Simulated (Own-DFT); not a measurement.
# How HSE06 shifts the pressure of corundum Al2O3, 78 atoms (Al32O46), with two O vacancies

Calculated, not measured. Each geometry was run twice at fixed positions with Own-DFT, a retired in-house plane-wave program that no person has reviewed: with PBE, and with HSE06 (exact exchange share 0.25 at short range, screening 0.11 per bohr, Gygi-Baldereschi treatment of its divergence). Both used PseudoDojo norm-conserving files made for PBE, a cutoff of 48 hartree, the Gamma point alone, fixed occupations, a neutral cell and no spin. With Gamma alone and a thickness of 7.9 Å, finite-size errors remain in every number. The oxygen file's force components were 24 meV/Å off all-electron values in a glass.

Unstrained cell vectors in Å: (5.494, 0.000, 8.660); (-2.747, 4.758, 8.660); (-2.747, -4.758, 8.660), volume V0 = 679.1 Å³, from measured lattice constants. Each geometry has its own random strain of a few per cent, its own defect sites and random moves of rms u per axis. HSE06 gave the energy alone. D is its energy less that of PBE, over the lowest D shown. The PBE stress wasn't checked against mesh or cutoff.

```
run,V - V0 (Å³),u (Å),P with PBE (GPa),D (eV)
1,-15.4,0.0291,13.94,0.000
2,-7.8,0.0497,12.90,0.466
3,-4.5,0.0470,11.10,0.652
4,6.9,0.0528,6.82,1.115
5,-2.0,0.0294,7.86,0.565
6,8.9,0.0308,4.05,1.024
7,-7.5,0.0287,9.25,0.374
8,4.0,0.0291,5.90,0.834
9,18.3,0.0306,1.35,1.347
10,-9.0,0.0317,10.77,0.310
11,5.3,0.0492,7.26,1.002
12,-15.3,0.0298,13.12,0.037
13,15.8,0.0468,3.86,?
```

## What the rows give

D = 0.56 + 0.0396 (V - V0) + 99 u² eV, with an error of 0.0009 on the volume slope, 12 on the last term and a scatter of 0.03 eV. Pressure is -dE/dV, and 1 eV/Å³ is 160.2 GPa, so HSE06 changes the pressure by -6.4 ± 0.1 GPa. With the ions held to the strained lattice, the PBE pressure falls by 254 ± 11 GPa per unit of volume strain; the shape of the strain isn't fitted, so the true error is larger, and a relaxed crystal would be softer. On that slope HSE06's volume at a given pressure is about 2.5 % smaller, or 0.8 % in lengths. At u = 0 and V0 the PBE pressure is 6.3 GPa, which puts the zero-pressure volume, against the measured cell and with the defects in, at +2.5 % for PBE and -0.0 % for HSE06, each good to a few tenths of a per cent.

## The run left out

The question: what D should run 13 give?

From the fit: 1.41 eV, with rows scattering by 0.03. The hidden result is 1.308 eV. That is outside the usual scatter, by luck or through something left out of the fit.
